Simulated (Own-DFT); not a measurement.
AlGa7N8 (wurtzite random alloy, strained, atoms displaced) (calculated)

Computed with Own-DFT development build. A calculation, not a measurement: plane-wave PBE density functional theory by an unreviewed code, no spin, of a simulated periodic cell, stress positive in tension, free energy of the whole cell less one offset for each atom, forces on such cells passed a denser k mesh, this cell's mesh not checked; offsets are fitted by least squares, one for each functional and potential file, so energies compare only between cells with the same atoms and settings and are not formation energies; the far tail of each file's local potential was reset to the Coulomb form; each entry is a single point on an unrelaxed cell, so the pressure reflects the starting lattice, mostly measured values, from which strain is counted, and rises with the displacements; printed positions are rounded, which can move forces by about a meV/angstrom; the program is a retired in-house code; no spin-orbit coupling.

```yaml
- formula: AlGa7N8
  kind: "wurtzite random alloy, strained, atoms displaced"
  structure:
    cell_angstrom: [[13.0672, 0.0, 0.0], [-6.5336, 11.3166, 0.0], [0.0, 0.0, 10.3192]]
    atoms_fractional:
      - [Al, 0.07883, 0.15853, 0.99789]
      - [Ga, 0.16363, 0.0803, 0.24643]
      - ["N", 0.0851, 0.16091, 0.18399]
      - ["N", 0.16746, 0.08884, 0.428]
      - [Ga, 0.08794, 0.17019, 0.50216]
      - [Al, 0.17119, 0.08638, 0.75067]
      - ["N", 0.08468, 0.16399, 0.69623]
      - ["N", 0.161, 0.08186, 0.94303]
      - [Ga, 0.0781, 0.41724, 0.00465]
      - [Ga, 0.16578, 0.32889, 0.26063]
      - ["N", 0.07704, 0.41842, 0.17476]
      - ["N", 0.16854, 0.33066, 0.44442]
      - [Ga, 0.08487, 0.41031, 0.50136]
      - [Ga, 0.15989, 0.32749, 0.75051]
      - ["N", 0.08344, 0.41897, 0.68813]
      - ["N", 0.17006, 0.33195, 0.93983]
      - [Ga, 0.08007, 0.65781, 0.00083]
      - [Al, 0.1653, 0.57563, 0.24013]
      - ["N", 0.08966, 0.67727, 0.19129]
      - ["N", 0.17989, 0.58971, 0.44594]
      - [Ga, 0.08183, 0.6601, 0.49403]
      - [Ga, 0.16498, 0.58461, 0.74719]
      - ["N", 0.08505, 0.66979, 0.68978]
      - ["N", 0.15967, 0.57544, 0.94042]
      - [Ga, 0.0816, 0.91363, 0.007]
      - [Al, 0.16532, 0.82979, 0.25321]
      - ["N", 0.0837, 0.91655, 0.17962]
      - ["N", 0.1657, 0.83321, 0.43468]
      - [Ga, 0.09179, 0.92145, 0.50222]
      - [Ga, 0.16388, 0.83816, 0.75717]
      - ["N", 0.08367, 0.91297, 0.68507]
      - ["N", 0.16092, 0.82925, 0.93416]
      - [Al, 0.32923, 0.16365, 0.98837]
      - [Ga, 0.41434, 0.08289, 0.24426]
      - ["N", 0.33228, 0.16287, 0.18626]
      - ["N", 0.41765, 0.09002, 0.43955]
      - [Ga, 0.3328, 0.16345, 0.50425]
      - [Ga, 0.41739, 0.09006, 0.7533]
      - ["N", 0.34082, 0.17138, 0.68538]
      - ["N", 0.42315, 0.08321, 0.94166]
      - [Ga, 0.33249, 0.41218, 0.00446]
      - [Ga, 0.41353, 0.32969, 0.25827]
      - ["N", 0.32785, 0.41747, 0.17927]
      - ["N", 0.41294, 0.32967, 0.43717]
      - [Ga, 0.33999, 0.41505, 0.50926]
      - [Al, 0.40861, 0.32743, 0.74464]
      - ["N", 0.3335, 0.41564, 0.68991]
      - ["N", 0.41195, 0.33408, 0.93522]
      - [Ga, 0.3351, 0.661, 0.00983]
      - [Al, 0.4148, 0.58348, 0.25884]
      - ["N", 0.32899, 0.66477, 0.1929]
      - ["N", 0.41233, 0.58135, 0.44201]
      - [Ga, 0.33209, 0.67354, 0.49795]
      - [Ga, 0.41281, 0.58265, 0.75233]
      - ["N", 0.33019, 0.66514, 0.6834]
      - ["N", 0.41889, 0.58519, 0.93423]
      - [Ga, 0.33648, 0.91845, 0.98917]
      - [Ga, 0.42004, 0.83806, 0.2483]
      - ["N", 0.32959, 0.90312, 0.19127]
      - ["N", 0.42109, 0.83818, 0.43569]
      - [Ga, 0.33301, 0.91805, 0.50315]
      - [Ga, 0.41406, 0.83342, 0.75162]
      - ["N", 0.32851, 0.91158, 0.68842]
      - ["N", 0.41349, 0.83128, 0.94243]
      - [Ga, 0.58098, 0.16493, 0.99889]
      - [Ga, 0.66538, 0.08944, 0.24532]
      - ["N", 0.59541, 0.17921, 0.19199]
      - ["N", 0.66521, 0.08568, 0.43145]
      - [Ga, 0.58707, 0.16247, 0.50127]
      - [Ga, 0.66567, 0.07987, 0.74979]
      - ["N", 0.58036, 0.15942, 0.69453]
      - ["N", 0.66182, 0.07721, 0.94243]
      - [Ga, 0.58225, 0.41862, 0.0039]
      - [Ga, 0.66066, 0.32512, 0.25687]
      - ["N", 0.57794, 0.41657, 0.18978]
      - ["N", 0.67077, 0.33239, 0.44258]
      - [Ga, 0.58608, 0.41669, 0.49752]
      - [Ga, 0.66683, 0.33784, 0.74359]
      - ["N", 0.58964, 0.42235, 0.69081]
      - ["N", 0.6645, 0.33179, 0.9416]
      - [Ga, 0.58839, 0.66042, 0.99988]
      - [Ga, 0.66539, 0.57974, 0.2426]
      - ["N", 0.5832, 0.66563, 0.19584]
      - ["N", 0.67133, 0.58315, 0.43963]
      - [Ga, 0.58416, 0.66439, 0.50443]
      - [Ga, 0.67014, 0.58937, 0.75544]
      - ["N", 0.58582, 0.67489, 0.69613]
      - ["N", 0.66448, 0.5795, 0.94263]
      - [Ga, 0.58242, 0.92057, 2.0e-05]
      - [Ga, 0.66009, 0.83176, 0.2551]
      - ["N", 0.58696, 0.91987, 0.19414]
      - ["N", 0.67387, 0.82981, 0.43542]
      - [Ga, 0.57951, 0.91149, 0.49589]
      - [Ga, 0.66537, 0.83119, 0.75818]
      - ["N", 0.57874, 0.91073, 0.68892]
      - ["N", 0.66018, 0.83491, 0.94621]
      - [Ga, 0.8301, 0.16424, 0.99037]
      - [Ga, 0.91168, 0.07688, 0.25274]
      - ["N", 0.83239, 0.16307, 0.18867]
      - ["N", 0.92415, 0.08354, 0.43575]
      - [Ga, 0.83733, 0.16202, 0.50315]
      - [Ga, 0.91617, 0.07946, 0.74294]
      - ["N", 0.83049, 0.16876, 0.69665]
      - ["N", 0.92084, 0.08494, 0.92569]
      - [Ga, 0.83583, 0.41745, 0.00314]
      - [Ga, 0.91408, 0.33362, 0.25312]
      - ["N", 0.83489, 0.41948, 0.18517]
      - ["N", 0.9133, 0.32786, 0.43906]
      - [Ga, 0.84288, 0.42034, 0.49766]
      - [Ga, 0.91518, 0.32352, 0.75163]
      - ["N", 0.83148, 0.4178, 0.69504]
      - ["N", 0.922, 0.34162, 0.94457]
      - [Ga, 0.82644, 0.6586, 0.99108]
      - [Ga, 0.90973, 0.5805, 0.24509]
      - ["N", 0.83679, 0.66463, 0.18428]
      - ["N", 0.91601, 0.57355, 0.43588]
      - [Ga, 0.83577, 0.66899, 0.49801]
      - [Al, 0.9056, 0.57637, 0.75413]
      - ["N", 0.83322, 0.66833, 0.69065]
      - ["N", 0.9161, 0.58525, 0.93264]
      - [Ga, 0.82881, 0.91519, 0.99709]
      - [Ga, 0.91875, 0.8325, 0.24709]
      - ["N", 0.82646, 0.91477, 0.19781]
      - ["N", 0.90912, 0.829, 0.44689]
      - [Ga, 0.83563, 0.9176, 0.5063]
      - [Ga, 0.9174, 0.84023, 0.75614]
      - ["N", 0.829, 0.91155, 0.69309]
      - ["N", 0.91594, 0.83374, 0.93046]
  settings:
    functional: PBE
    potential_files: "PseudoDojo norm-conserving, scalar-relativistic, standard set"
    "wave_cutoff [hartree]": 42.0
    occupations: Fermi-Dirac
    "smearing_width [eV]": 0.05
    k_mesh: "3 x 3 x 3 centred on Gamma"
  results:
    "stress_xx [GPa]": null
    "stress_yy [GPa]": null
```

To be estimated
1. Give the missing stress xx for AlGa7N8 (wurtzite random alloy, strained, atoms displaced).
2. Estimate the stress yy of AlGa7N8 (wurtzite random alloy, strained, atoms displaced).

Answers
1. 5.8 GPa
2. 5.5 GPa

Further results for AlGa7N8 (wurtzite random alloy, strained, atoms displaced):

- free energy of cell above offsets: 23.509 eV
- pressure: -2.1 GPa
- stress zz: -5.01 GPa
- stress yz: -0.38 GPa
- stress xz: -0.2 GPa
- stress xy: 0.49 GPa

Force:
```csv
element,x (eV/Å),y (eV/Å),z (eV/Å)
Al,-0.293,1.644,-0.011
Ga,0.628,0.143,-0.972
N,-1.422,0.569,-0.005
N,0.583,-0.621,2.377
Ga,0.155,-1.014,-0.086
Al,-0.492,-1.036,0.221
N,0.621,-0.496,-1.137
N,1.521,0.218,-1.472
Ga,1.971,-0.739,-3.299
Ga,-0.083,0.003,-2.487
N,0.727,-0.023,5.46
N,0.137,0.505,0.113
Ga,-0.586,1.347,-0.14
Ga,0.359,1.352,0.797
N,0.048,-1.281,0.258
N,-1.118,-1.087,0.14
Ga,-0.312,1.288,-0.148
Al,-0.697,1.482,1.211
N,0.226,-2.314,0.036
N,-2.725,-2.539,-2.641
Ga,0.175,0.765,0.929
Ga,-0.157,0.28,0.165
N,-1.217,-0.829,-0.078
N,0.882,1.221,-0.173
Ga,0.012,-0.338,-3.179
Al,0.283,0.877,-0.87
N,0.563,-0.666,3.691
N,0.134,0.078,0.1
Ga,-0.998,-0.686,-1.11
Ga,0.8,-1.518,-2.05
N,-0.834,2.39,1.147
N,0.499,0.537,2.156
Al,0.107,0.675,1.683
Ga,0.42,-0.608,0.53
N,-0.224,0.425,-1.192
N,0.764,-0.984,-0.167
Ga,-0.31,0.273,-2.082
Ga,1.406,-1.504,-0.704
N,-1.881,-0.468,1.811
N,-2.509,0.322,-0.199
Ga,-0.776,0.5,-2.299
Ga,-0.488,0.074,-2.438
N,0.507,0.527,4.068
N,0.615,0.229,1.742
Ga,-0.97,0.781,-1.382
Al,0.981,2.198,1.007
N,0.342,-0.75,0.917
N,1.227,-1.49,-0.684
Ga,-0.595,0.325,-1.485
Al,0.128,-0.304,-1.161
N,1.053,-0.631,0.965
N,0.816,0.128,-0.185
Ga,1.987,0.262,0.361
Ga,0.017,0.441,-0.972
N,0.358,0.365,1.307
N,0.349,-0.437,1.594
Ga,-0.866,-1.374,1.463
Ga,0.448,-0.871,-0.072
N,-1.735,2.188,-0.803
N,-0.746,-0.337,0.481
Ga,0.025,0.077,-0.917
Ga,0.161,-0.732,-0.209
N,-0.154,1.304,0.852
N,0.53,-0.198,-0.181
Ga,1.053,1.36,0.296
Ga,1.385,-0.739,0.118
N,-1.455,-3.261,-1.537
N,1.411,-0.804,1.377
Ga,-1.061,0.596,0.303
Ga,-0.727,-0.673,0.082
N,-0.071,1.027,-0.533
N,0.065,1.453,-0.626
Ga,0.081,-1.788,-0.786
Ga,0.092,3.332,-0.12
N,0.521,-0.664,0.594
N,-0.238,-0.052,0.355
Ga,0.262,0.222,0.335
Ga,0.422,-0.946,0.997
N,-1.988,-0.739,-0.188
N,0.031,0.334,-0.322
Ga,-2.547,1.256,0.826
Ga,0.078,0.802,1.295
N,-0.95,-0.605,-0.593
N,-0.623,-0.381,-0.372
Ga,0.026,0.185,-0.428
Ga,-0.277,-0.452,-1.477
N,0.223,-1.842,-0.434
N,0.243,0.011,-0.304
Ga,-0.226,-1.496,0.878
Ga,0.88,-0.11,-1.045
N,-0.85,0.061,-0.64
N,-1.404,0.332,1.8
Ga,1.1,0.674,0.265
Ga,-0.794,0.765,-0.386
N,0.449,0.773,0.015
N,1.282,-0.652,-0.2
Ga,0.738,0.506,1.173
Ga,0.274,0.77,-1.284
N,-0.013,0.557,-0.383
N,-0.684,-0.001,1.882
Ga,-1.119,0.103,-0.797
Ga,-0.259,-0.011,0.138
N,0.94,-1.789,-1.253
N,-0.297,-0.176,2.064
Ga,-0.931,-0.13,-1.226
Ga,0.21,-0.458,-1.294
N,-0.384,-0.727,1.343
N,1.054,0.281,0.533
Ga,-1.047,-1.477,1.251
Ga,-0.653,3.045,0.593
N,0.924,-0.106,-0.68
N,-0.892,-2.168,-1.271
Ga,1.28,1.467,0.723
Ga,1.614,0.336,0.351
N,-1.369,0.46,-0.225
N,-0.459,2.048,-0.302
Ga,0.215,-0.986,0.67
Al,1.225,1.328,-1.435
N,0.584,-0.223,0.562
N,-0.022,-0.68,0.797
Ga,0.185,0.328,0.698
Ga,-0.854,-0.046,0.617
N,1.093,-0.433,-1.471
N,1.692,1.212,-1.296
Ga,-0.17,-0.528,-0.981
Ga,0.983,-1.083,-2.633
N,-0.262,1.022,-0.172
N,-0.37,-0.336,3.174
```
